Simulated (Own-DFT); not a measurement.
AlGa$_{3}$N$_{4}$ (wurtzite random alloy, atoms displaced) (calculated)

A calculation, not a measurement: plane-wave density functional theory by an unreviewed code, no spin, of a simulated periodic cell, stress positive in tension, run twice, with PBE and with PBEsol, both on files made for PBE, so the change isn't that of files made for PBEsol, forces on such cells passed a denser k mesh, this cell's mesh not checked; the far tail of each file's local potential was reset to the Coulomb form; each entry is a single point on an unrelaxed cell, so the pressure reflects the starting lattice, mostly measured values (interpolated for alloys), from which strain is counted, and rises with the displacements; printed positions are rounded, which can move forces by about a meV/angstrom; the program, named Own-DFT, is a retired in-house code; no spin-orbit coupling; stress was not checked against mesh or cutoff. Program: Own-DFT development build.

Common to all runs: functional PBE, then PBEsol; potential files PseudoDojo norm-conserving, scalar-relativistic, standard set; wave cutoff 42 hartree; occupations Fermi-Dirac; smearing width 0.1 eV; k mesh 4 x 4 x 3 centred on Gamma.

(1) AlGa$_{3}$N$_{4}$ (wurtzite random alloy, atoms displaced)

```xyz
72
Lattice="9.5092 0.0000 0.0000 -4.7546 8.2353 0.0000 0.0000 0.0000 10.2685" Properties=species:S:1:pos:R:3 AlGa3N4
Ga     0.0671     1.8477    10.1445
Ga     1.5269     0.9643     2.5470
N      0.0670     1.9085     1.8111
N      1.6765     0.8291     4.4042
Al     0.0554     1.7028     5.2333
Ga     1.4349     0.9273     7.6639
N      0.1821     1.8559     7.0943
N      1.6671     0.9101     9.8250
Ga    -1.5417     4.6036    10.1731
Al    -0.0427     3.6766     2.6038
N     -1.5332     4.6335     1.9593
N      0.0056     3.6899     4.4872
Al    -1.6466     4.6082     5.0755
Ga    -0.0004     3.5032     7.6741
N     -1.5566     4.5384     7.1897
N      0.1244     3.7184     9.6430
Ga    -3.0994     7.1725    10.2150
Al    -1.4060     6.5605     2.5589
N     -3.2131     7.3203     1.9531
N     -1.5831     6.3737     4.5016
Ga    -3.2450     7.2289     5.0699
Ga    -1.6170     6.3203     7.7015
N     -3.1373     7.2790     7.1424
N     -1.5572     6.3348     9.5636
Al     3.1201     1.7269    10.2574
Al     4.6358     0.9138     2.5935
N      3.1799     1.8226     1.9765
N      4.6843     0.9814     4.5152
Ga     3.1919     1.7969     4.9863
Ga     4.7606     0.8456     7.7485
N      3.1686     1.9687     7.1900
N      4.7737     0.9002     9.5997
Ga     1.5614     4.5722    10.2048
Ga     3.2970     3.7639     2.5544
N      1.4246     4.4691     2.0376
N      3.2512     3.6045     4.4335
Ga     1.5487     4.5107     5.2059
Ga     3.2088     3.6792     7.6759
N      1.6245     4.5822     7.1072
N      3.2156     3.5887     9.6328
Ga     0.1595     7.3154     0.0556
Al     1.6495     6.3999     2.5865
N      0.0103     7.1946     1.8561
N      1.5938     6.4810     4.6404
Ga     0.1303     7.3514     5.1807
Ga     1.5485     6.2653     7.7287
N     -0.2346     7.2798     7.0428
N      1.5922     6.4145     9.7757
Ga     6.2877     1.8686    10.2649
Ga     7.9974     0.9819     2.6150
N      6.1768     1.9585     1.9249
N      7.8852     0.8460     4.4680
Ga     6.2412     1.6949     5.1625
Ga     8.0003     0.8812     7.7676
N      6.3384     1.9035     7.0613
N      8.0689     0.8708     9.6456
Ga     4.7013     4.6068     0.0594
Ga     6.3501     3.5592     2.4829
N      4.8051     4.6601     1.9854
N      6.4387     3.5959     4.6076
Ga     4.8203     4.5540     5.1178
Ga     6.3394     3.6469     7.6163
N      4.7556     4.6097     7.0271
N      6.2555     3.6553     9.7529
Ga     3.3083     7.4537    10.1756
Ga     4.7555     6.3953     2.6310
N      3.0763     7.4704     1.9537
N      4.6555     6.3663     4.4594
Al     3.1425     7.2362     5.1960
Al     4.7405     6.3441     7.7165
N      3.2166     7.1621     7.0740
N      4.7742     6.3845     9.5720
```

* PBE pressure: 9.99 GPa
* PBE stress xx: -9.71 GPa
* PBE stress yy: -12 GPa
* PBE stress zz: -8.24 GPa
* PBE stress yz: -0.78 GPa
* PBE stress xz: -0.07 GPa
* PBE stress xy: -0.43 GPa
* PBEsol pressure: 5.08 GPa
* PBEsol stress xx: -4.87 GPa
* PBEsol stress yy: -6.94 GPa
* PBEsol stress zz: -3.44 GPa
* PBEsol stress yz: -0.74 GPa
* PBEsol stress xz: -0.08 GPa
* PBEsol stress xy: -0.46 GPa
* rms change of force components from PBE to PBEsol: 0.078 eV/Å

Force:
```tsv
force element	PBE force x (eV/Å)	PBE force y (eV/Å)	PBE force z (eV/Å)	PBEsol force x (eV/Å)	PBEsol force y (eV/Å)	PBEsol force z (eV/Å)
Ga	0.771	0.81	2.101	0.761	0.766	2.086
Ga	0.522	-0.555	-1.578	0.514	-0.549	-1.546
N	-1.912	0.408	1.714	-1.859	0.255	1.644
N	-2.552	0.513	2.422	-2.405	0.456	2.313
Al	-0.468	1.202	-2.811	-0.464	1.199	-2.807
Ga	8.035	-3.874	3.19	7.858	-3.77	3.12
N	-5.964	-0.283	-3.318	-5.816	-0.268	-3.051
N	-1.989	-2.001	-2.867	-2.196	-2.072	-2.884
Ga	-0.466	-1.568	1.964	-0.456	-1.515	1.92
Al	-0.93	-0.77	-0.311	-0.959	-0.815	-0.3
N	-0.405	0.075	-0.065	-0.521	0.034	-0.156
N	-1.099	-1.748	1.308	-0.945	-1.661	1.375
Al	1.921	-0.609	0.721	1.938	-0.592	0.764
Ga	0.197	4.838	1.282	0.207	4.735	1.274
N	0.209	-1.111	-2.455	0.184	-1.084	-2.304
N	-3.175	-2.137	-1.972	-3.106	-2.102	-1.939
Ga	-0.521	1.616	1.367	-0.532	1.589	1.342
Al	-5.127	-3.587	1.178	-5.165	-3.57	1.188
N	1.705	-0.241	-0.126	1.57	-0.186	-0.152
N	0.531	0.473	-0.623	0.496	0.617	-0.538
Ga	1.406	0.461	0.794	1.408	0.458	0.753
Ga	-0.687	0.206	0.102	-0.655	0.214	0.111
N	-2.624	0.423	-1.087	-2.464	0.472	-1.1
N	1.072	1.476	1.151	1.015	1.421	1.118
Al	2.883	2.286	0.95	2.919	2.301	0.961
Al	1.713	0.001	-0.798	1.734	-0.037	-0.785
N	0.195	0.151	-1.201	0.036	0.235	-1.112
N	1.942	-2.952	-1.91	1.913	-2.876	-1.706
Ga	-2.149	1.511	2.894	-2.075	1.474	2.8
Ga	-1.061	0.875	-1.334	-1.044	0.863	-1.284
N	-0.291	-4.044	-2.192	-0.282	-3.938	-2.136
N	-0.472	-0.367	1.827	-0.334	-0.42	1.737
Ga	2.939	0.147	2.593	2.851	0.144	2.522
Ga	-2.879	-1.531	-0.5	-2.807	-1.517	-0.46
N	3.845	2.967	-0.972	3.951	2.909	-1.06
N	-0.83	1.294	1.391	-0.801	1.261	1.352
Ga	1.029	0.41	-1.432	0.988	0.408	-1.387
Ga	0.369	1.089	1.191	0.354	1.049	1.163
N	-1.038	-1.926	-0.468	-1.006	-1.879	-0.466
N	-0.764	0.144	0.917	-0.744	0.291	0.844
Ga	-2.902	0.988	-1.64	-2.817	0.949	-1.592
Al	-0.83	-0.703	-0.098	-0.825	-0.718	-0.089
N	2.601	3.121	2.603	2.665	3.128	2.336
N	1.355	-1.991	-2.494	1.136	-2.009	-2.389
Ga	-3.661	0.168	0.15	-3.588	0.151	0.177
Ga	-0.621	2.908	0.911	-0.587	2.817	0.885
N	4.14	1.158	0.207	4.062	1.139	0.202
N	2.722	-0.413	-2.558	2.637	-0.416	-2.52
Ga	0.396	-0.546	0.271	0.362	-0.506	0.277
Ga	-0.5	0.777	-1.594	-0.483	0.714	-1.56
N	0.18	-5.997	-0.472	0.28	-5.759	-0.516
N	1.391	-0.188	2.932	1.259	-0.116	2.764
Ga	2.251	2.078	-0.268	2.187	2.058	-0.26
Ga	-1.463	-0.35	-1.791	-1.429	-0.338	-1.708
N	0.753	-3.296	0.629	0.724	-3.22	0.602
N	-1.829	3.771	-1.321	-1.766	3.673	-1.319
Ga	-0.045	-0.436	-0.472	-0.025	-0.431	-0.463
Ga	1.491	5.464	2.277	1.439	5.336	2.203
N	0.107	-0.509	-0.757	0.073	-0.509	-0.744
N	-1.131	-0.135	-1.198	-1.295	-0.234	-1.224
Ga	-0.351	-0.771	-0.285	-0.355	-0.77	-0.273
Ga	-0.646	1.22	1.747	-0.63	1.182	1.697
N	0.531	0.371	0.603	0.523	0.19	0.52
N	1.572	0.679	-1.963	1.541	0.655	-1.917
Ga	-1.143	-4.374	2.798	-1.111	-4.263	2.742
Ga	-0.08	1.783	-1.879	-0.046	1.734	-1.831
N	0.64	-2.134	-0.612	0.765	-1.987	-0.643
N	-0.148	0.408	2.047	0.014	0.317	1.934
Al	0.829	0.963	-0.595	0.83	0.982	-0.582
Al	1.257	0.087	-0.513	1.261	0.095	-0.504
N	-0.582	1.871	0.185	-0.71	1.899	0.281
N	-0.16	-0.047	0.114	-0.148	-0.041	0.301
```

(2) AlGa$_{3}$N$_{4}$ (wurtzite random alloy, atoms displaced)

```xyz
72
Lattice="9.5092 0.0000 0.0000 -4.7546 8.2353 0.0000 0.0000 0.0000 10.2685" Properties=species:S:1:pos:R:3 AlGa3N4
Al     0.0217     1.8662    10.1965
Ga     1.6460     0.9322     2.6846
N     -0.1059     1.7750     2.0224
N      1.4903     1.0063     4.4505
Ga    -0.0729     1.8424     5.0840
Ga     1.5863     0.8020     7.7507
N     -0.0304     1.8334     7.1475
N      1.6136     0.8255     9.5565
Al    -1.5776     4.4327     0.0095
Al     0.0495     3.6621     2.5745
N     -1.6406     4.5459     1.8443
N     -0.0210     3.7150     4.5164
Ga    -1.5596     4.6102     5.0881
Ga    -0.0160     3.7559     7.6384
N     -1.3825     4.6166     7.1137
N      0.0287     3.7381     9.6840
Ga    -3.0617     7.5619    10.2477
Ga    -1.6669     6.3085     2.6966
N     -3.2407     7.3397     1.9317
N     -1.6649     6.4342     4.3900
Ga    -3.0597     7.3960     5.0580
Ga    -1.3373     6.4508     7.6279
N     -3.0142     7.2915     7.0334
N     -1.5374     6.3976     9.6884
Ga     3.1826     1.7418    10.2508
Ga     4.7453     0.8240     2.6290
N      3.2061     1.8350     1.9402
N      4.7745     0.9359     4.5843
Ga     3.2191     1.9102     5.0874
Ga     4.6837     0.8851     7.8262
N      3.0877     1.8284     7.0414
N      4.7037     0.7913     9.5287
Ga     1.6216     4.4252     0.0210
Ga     3.2219     3.6720     2.5277
N      1.7052     4.4704     1.9496
N      3.2038     3.6334     4.4358
Ga     1.5127     4.5581     5.1376
Al     3.1204     3.7556     7.7369
N      1.6107     4.7202     7.1724
N      3.2933     3.6216     9.6661
Al     0.0720     7.2347    10.2281
Ga     1.6410     6.2365     2.6235
N      0.0087     7.1327     1.9816
N      1.6929     6.3877     4.5780
Al     0.0527     7.3355     5.1748
Ga     1.4986     6.4855     7.7560
N      0.0675     7.1860     7.1920
N      1.6436     6.4832     9.6397
Al     6.2422     1.7896    10.2537
Ga     7.9934     1.1303     2.5816
N      6.2827     1.6694     1.9870
N      7.9520     0.8339     4.4623
Al     6.3233     1.9278     5.0867
Ga     7.8547     0.9688     7.6636
N      6.1198     1.9243     7.0753
N      7.9310     0.8740     9.4926
Ga     4.9025     4.7122     0.0277
Al     6.4593     3.6727     2.4290
N      4.8119     4.6586     1.8844
N      6.3747     3.6914     4.5003
Ga     4.7564     4.5350     5.0560
Ga     6.4066     3.7609     7.6450
N      4.7981     4.4681     7.1588
N      6.3472     3.6413     9.7393
Ga     3.1302     7.2460    10.2361
Ga     4.8766     6.4626     2.5507
N      3.2361     7.2929     1.9303
N      4.7863     6.4447     4.4393
Ga     3.1268     7.3912     5.0886
Ga     4.6968     6.4815     7.6337
N      3.1942     7.2818     7.1169
N      4.7511     6.3958     9.6559
```

- PBE pressure: 10.73 GPa
- PBE stress xx: -13.15 GPa
- PBE stress yy: -8.53 GPa
- PBE stress zz: -10.5 GPa
- PBE stress yz: 1.87 GPa
- PBE stress xz: 0.21 GPa
- PBE stress xy: -0.66 GPa
- PBEsol pressure: 5.76 GPa
- PBEsol stress xx: -8.12 GPa
- PBEsol stress yy: -3.62 GPa
- PBEsol stress zz: -5.55 GPa
- PBEsol stress yz: 1.83 GPa
- PBEsol stress xz: 0.23 GPa
- PBEsol stress xy: -0.67 GPa
- rms change of force components from PBE to PBEsol: 0.087 eV/Å

Force:
```tsv
force element	PBE force x (eV/Å)	PBE force y (eV/Å)	PBE force z (eV/Å)	PBEsol force x (eV/Å)	PBEsol force y (eV/Å)	PBEsol force z (eV/Å)
Al	-1.103	-1.048	0.078	-1.071	-1.061	0.082
Ga	-0.73	-0.413	-3.411	-0.729	-0.418	-3.31
N	7.024	4.676	-3.905	6.832	4.46	-3.742
N	1.687	-0.167	2.614	1.66	-0.178	2.53
Ga	0.368	-0.085	1.904	0.379	-0.101	1.844
Ga	-0.18	1.439	-3.176	-0.146	1.398	-3.096
N	0.51	0.511	-1.327	0.479	0.497	-1.305
N	-1.414	7.339	0.53	-1.264	7.097	0.478
Al	-0.137	2.782	-0.817	-0.138	2.802	-0.841
Al	-0.436	-0.225	-0.817	-0.438	-0.209	-0.807
N	2.774	-0.47	1.368	2.796	-0.295	1.414
N	-0.023	-0.749	-1.761	-0.025	-0.723	-1.572
Ga	-0.952	0.374	1.163	-0.932	0.359	1.13
Ga	4.332	-3.417	2.168	4.229	-3.311	2.114
N	-5.245	1.526	-2.58	-5.124	1.49	-2.521
N	-0.926	-2.27	-0.35	-0.733	-2.158	-0.428
Ga	-0.506	-9.031	2.839	-0.49	-8.837	2.767
Ga	0.677	0.896	-6.921	0.665	0.884	-6.755
N	3.938	2.026	-0.748	3.847	1.976	-0.714
N	3.246	-0.115	5.669	3.072	-0.162	5.497
Ga	-2.963	0.266	1.581	-2.902	0.239	1.535
Ga	-7.921	-2.88	3.771	-7.743	-2.822	3.699
N	-0.836	-0.563	-0.473	-0.822	-0.516	-0.464
N	0.331	-0.757	-0.397	0.21	-0.687	-0.47
Ga	0.475	1.405	0.143	0.471	1.368	0.125
Ga	-0.216	-1.193	-0.368	-0.197	-1.146	-0.348
N	-0.162	-0.917	-0.185	-0.165	-0.905	-0.175
N	0.609	-1.215	-0.097	0.452	-1.111	-0.2
Ga	-1.174	-1.36	1.628	-1.145	-1.332	1.589
Ga	-0.468	1.302	-5.641	-0.457	1.283	-5.488
N	0.322	0.893	0.73	0.321	0.754	0.682
N	1.228	0.078	6.088	1.078	0.154	5.837
Ga	1.663	2.044	-0.38	1.633	1.996	-0.361
Ga	2.377	-0.398	-0.198	2.299	-0.378	-0.195
N	-3.234	-0.16	-0.013	-3.029	-0.088	-0.052
N	-0.992	1.258	0.481	-0.954	1.215	0.467
Ga	2.367	0.51	1.276	2.307	0.523	1.24
Al	1.194	-1.478	0.13	1.179	-1.485	0.129
N	0.348	-2.435	-1.318	0.177	-2.295	-1.341
N	-1.025	-0.092	-0.647	-1.027	-0.097	-0.491
Al	-1.184	-0.273	1.67	-1.188	-0.247	1.667
Ga	0.807	2.708	-0.853	0.8	2.649	-0.831
N	-0.223	0.987	-0.6	-0.22	0.967	-0.465
N	-3.354	-0.36	-0.393	-3.169	-0.421	-0.436
Al	0.18	-0.108	-0.465	0.153	-0.131	-0.459
Ga	5.814	-1.604	1.324	5.68	-1.59	1.3
N	1.31	6.668	-5.93	1.28	6.503	-5.674
N	-2.562	-2.455	0.177	-2.335	-2.454	0.093
Al	1.194	-0.462	-0.206	1.168	-0.481	-0.218
Ga	-5.62	-5.906	0.964	-5.484	-5.813	0.962
N	0.444	2.966	-1.73	0.445	2.804	-1.591
N	-1.788	3.724	0.734	-1.645	3.599	0.683
Al	0.157	-1.339	1.086	0.178	-1.339	1.077
Ga	-0.59	-0.276	-1.097	-0.547	-0.289	-1.026
N	2.475	-0.867	-1.434	2.428	-0.848	-1.281
N	-0.26	1.663	3.543	-0.271	1.519	3.365
Ga	-1.239	-1.411	-0.613	-1.224	-1.377	-0.586
Al	-3.601	-1.338	1.162	-3.617	-1.356	1.192
N	0.938	-1.913	1.964	0.823	-1.796	1.868
N	0.617	-0.8	-1.561	0.605	-0.605	-1.469
Ga	0.102	1.797	1.286	0.118	1.754	1.241
Ga	0.391	-0.852	1.464	0.339	-0.845	1.425
N	-2.014	2.146	-1.675	-1.818	2.158	-1.685
N	1.191	-1.422	-0.915	1.016	-1.306	-0.968
Ga	2.584	1.736	1.635	2.53	1.676	1.58
Ga	-3.621	-0.988	0.186	-3.548	-0.96	0.179
N	-1.161	0.412	0.389	-1.126	0.374	0.367
N	0.143	-0.332	1.783	0.145	-0.323	1.717
Ga	2.394	-2.092	1.481	2.35	-2.058	1.426
Ga	2.963	-2.171	1.374	2.882	-2.121	1.362
N	-2.319	2.025	-1.859	-2.262	1.988	-1.819
N	1.008	2.252	-1.516	0.961	2.188	-1.479
```

(3) AlGa$_{3}$N$_{4}$ (wurtzite random alloy, atoms displaced)

```xyz
72
Lattice="9.5092 0.0000 0.0000 -4.7546 8.2353 0.0000 0.0000 0.0000 10.2685" Properties=species:S:1:pos:R:3 AlGa3N4
Ga     0.0522     1.7545     0.0847
Ga     1.6106     0.9744     2.5298
N     -0.0935     1.7739     1.9573
N      1.7027     0.8491     4.4806
Ga    -0.0580     1.8192     5.1755
Ga     1.5892     1.0735     7.7488
N      0.0790     1.8194     7.0089
N      1.7930     1.0092     9.7013
Ga    -1.6510     4.5038     0.1858
Ga    -0.0028     3.7276     2.6276
N     -1.6061     4.5340     1.9196
N     -0.1147     3.7161     4.4856
Ga    -1.4989     4.4655     5.3019
Ga     0.1127     3.7616     7.7068
N     -1.6224     4.5522     7.0127
N      0.0694     3.5311     9.3884
Ga    -3.1715     7.2969     0.0614
Ga    -1.6503     6.2339     2.5671
N     -3.1888     7.3256     2.1238
N     -1.6261     6.4062     4.4510
Al    -3.3123     7.3935     5.0799
Ga    -1.6052     6.4642     7.7486
N     -3.1558     7.4832     6.9508
N     -1.6870     6.3087     9.7415
Ga     3.1861     1.8865     0.0777
Ga     4.7926     0.8845     2.5516
N      3.1057     1.9022     1.7791
N      4.6552     0.9720     4.4618
Ga     3.2086     1.8632     5.2748
Ga     4.6910     0.7603     7.7993
N      3.1423     1.7938     6.9680
N      4.7003     0.8899     9.6025
Al     1.4525     4.5203    10.1607
Ga     3.1749     3.4248     2.6320
N      1.6409     4.5742     2.0077
N      3.0762     3.6809     4.4648
Al     1.5409     4.6155     5.1178
Ga     3.0663     3.5644     7.5781
N      1.5726     4.7001     7.0125
N      3.2028     3.5278     9.6985
Ga    -0.0625     7.2945     0.0341
Ga     1.6420     6.3450     2.5486
N      0.0721     7.3191     1.8581
N      1.6992     6.4637     4.4401
Al    -0.0818     7.3008     5.2093
Ga     1.5512     6.3606     7.7531
N      0.0342     7.2691     7.1499
N      1.5065     6.5412     9.6848
Ga     6.2587     1.7587    10.2580
Al     7.8732     0.9454     2.6249
N      6.4128     1.9566     2.0746
N      7.9111     0.8067     4.5838
Al     6.3124     1.8630     5.0660
Ga     7.8912     0.8281     7.7752
N      6.4019     1.9020     7.1454
N      7.9507     0.8849     9.6161
Al     4.7180     4.6135    10.1731
Al     6.2662     3.7594     2.4430
N      4.6409     4.5084     1.9487
N      6.2515     3.6527     4.5934
Ga     4.7851     4.4826     5.1657
Ga     6.3501     3.6780     7.6469
N      4.6956     4.6991     7.0204
N      6.3402     3.6484     9.6081
Al     3.1712     7.3762     0.0770
Ga     4.7901     6.2627     2.5629
N      3.2025     7.2798     1.9493
N      4.7723     6.5014     4.4377
Ga     3.1898     7.2959     5.1767
Ga     4.7831     6.4055     7.7550
N      3.0741     7.3745     7.0923
N      4.7703     6.2969     9.6238
```

* PBE pressure: 10.28 GPa
* PBE stress xx: -5.51 GPa
* PBE stress yy: -9.28 GPa
* PBE stress zz: -16.04 GPa
* PBE stress yz: -1.83 GPa
* PBE stress xz: 0.69 GPa
* PBE stress xy: -0.3 GPa
* PBEsol pressure: 5.33 GPa
* PBEsol stress xx: -0.74 GPa
* PBEsol stress yy: -4.39 GPa
* PBEsol stress zz: -10.87 GPa
* PBEsol stress yz: -1.73 GPa
* PBEsol stress xz: 0.65 GPa
* PBEsol stress xy: -0.3 GPa
* rms change of force components from PBE to PBEsol: 0.079 eV/Å

Force:
```tsv
force element	PBE force x (eV/Å)	PBE force y (eV/Å)	PBE force z (eV/Å)	PBEsol force x (eV/Å)	PBEsol force y (eV/Å)	PBEsol force z (eV/Å)
Ga	-0.147	0.471	-1.645	-0.147	0.476	-1.623
Ga	-0.622	-0.93	1.432	-0.602	-0.915	1.409
N	0.551	1.099	0.772	0.704	1.149	0.669
N	-1.396	2.153	-0.205	-1.346	2.293	-0.271
Ga	1.218	-0.636	-1.618	1.182	-0.629	-1.552
Ga	-0.149	-2.199	0.225	-0.135	-2.15	0.191
N	-1.589	1.288	1.569	-1.527	1.259	1.524
N	-4.317	-3.043	-1.279	-4.235	-2.962	-1.252
Ga	0.363	-0.442	-5.866	0.322	-0.403	-5.741
Ga	0.685	-1.18	-0.949	0.66	-1.143	-0.909
N	-0.473	-1.281	2.815	-0.322	-1.158	2.688
N	3.376	-1.364	0.483	3.181	-1.39	0.443
Ga	-3.298	2.476	-4.256	-3.23	2.413	-4.161
Ga	-2.504	-1.379	-4.628	-2.458	-1.367	-4.498
N	1.178	1.458	4.676	1.152	1.417	4.55
N	-0.543	0.573	7.289	-0.626	0.481	7.057
Ga	-0.44	0.858	0.675	-0.398	0.814	0.647
Ga	1.137	3.756	1.129	1.103	3.67	1.12
N	0.466	-0.534	-2.82	0.454	-0.548	-2.78
N	0.491	-0.177	2.077	0.456	-0.29	1.923
Al	2.469	-0.98	-0.138	2.466	-1.001	-0.135
Ga	-1.381	-0.957	-0.464	-1.334	-0.936	-0.447
N	-0.18	-1.351	1.76	-0.162	-1.315	1.901
N	1.294	0.28	-1.088	1.265	0.298	-1.062
Ga	2.193	-1.104	-3.144	2.122	-1.076	-3.087
Ga	-0.548	0.043	0.104	-0.544	0.043	0.118
N	0.971	-3.582	4.621	0.939	-3.489	4.534
N	2.213	-1.264	1.21	2.051	-1.179	1.104
Ga	-1.183	-0.295	-6.152	-1.164	-0.302	-6.037
Ga	1.161	2.865	-2.131	1.136	2.789	-2.047
N	1.237	-0.059	5.359	1.185	-0.034	5.245
N	0.07	-0.2	2.073	0.073	-0.201	2.031
Al	2.218	0.671	1.579	2.207	0.682	1.575
Ga	-0.404	4.31	0.28	-0.4	4.236	0.272
N	-1.3	-1.796	-2.297	-1.292	-1.748	-2.133
N	0.037	-0.059	2.186	0.182	-0.158	2.081
Al	0.399	0.629	-1.325	0.381	0.617	-1.329
Ga	1.849	1.888	1.847	1.813	1.833	1.804
N	0.632	-2.041	-1.231	0.605	-2.006	-1.022
N	-0.895	5.155	-2.545	-0.912	4.886	-2.543
Ga	-0.882	0.327	-0.675	-0.838	0.325	-0.659
Ga	-0.127	1.247	-0.028	-0.1	1.217	-0.012
N	-0.98	-0.293	2.118	-0.946	-0.276	2.05
N	-3.295	-1.389	1.853	-3.121	-1.284	1.739
Al	0.498	0.248	-1.917	0.511	0.255	-1.907
Ga	1.476	1.995	0.821	1.424	1.973	0.801
N	-1.272	-0.183	-1.976	-1.251	-0.171	-1.772
N	2.127	-2.819	-0.229	1.949	-2.716	-0.31
Ga	1.267	1.07	0.106	1.243	1.058	0.066
Al	0.772	-1.626	0.456	0.765	-1.656	0.465
N	-0.893	-1.169	-1.417	-1.015	-1.242	-1.488
N	-1.043	3.161	-1.756	-0.897	3.021	-1.617
Al	0.043	-1.235	1.187	0.044	-1.243	1.199
Ga	0.521	2.418	-1.588	0.489	2.368	-1.537
N	-1.492	-2.046	-1.85	-1.442	-1.987	-1.709
N	0.12	-0.388	2.272	0.117	-0.242	2.15
Al	-0.173	-2.828	1.211	-0.159	-2.846	1.221
Al	-0.144	-1.174	2.308	-0.142	-1.129	2.321
N	1.61	-0.445	-1.74	1.441	-0.347	-1.634
N	2.704	-1.003	-2.506	2.611	-0.816	-2.393
Ga	-2.147	2.678	-0.834	-2.081	2.611	-0.806
Ga	-0.892	0.313	0.878	-0.842	0.283	0.866
N	-0.139	-2.213	1.204	-0.121	-2.17	1.161
N	-0.903	0.072	1.223	-0.771	0.01	1.172
Al	-0.223	-1.208	-0.516	-0.209	-1.214	-0.542
Ga	-1.327	1.887	0.462	-1.325	1.864	0.483
N	0.171	1.684	-0.671	0.16	1.515	-0.531
N	-0.469	-1.911	1.311	-0.634	-1.963	1.204
Ga	0.42	-0.72	0.098	0.402	-0.689	0.066
Ga	-0.249	1.788	-1.682	-0.251	1.726	-1.634
N	1.049	-2.075	0.288	1.03	-2.019	0.277
N	-0.968	2.715	1.209	-0.843	2.826	1.055
```
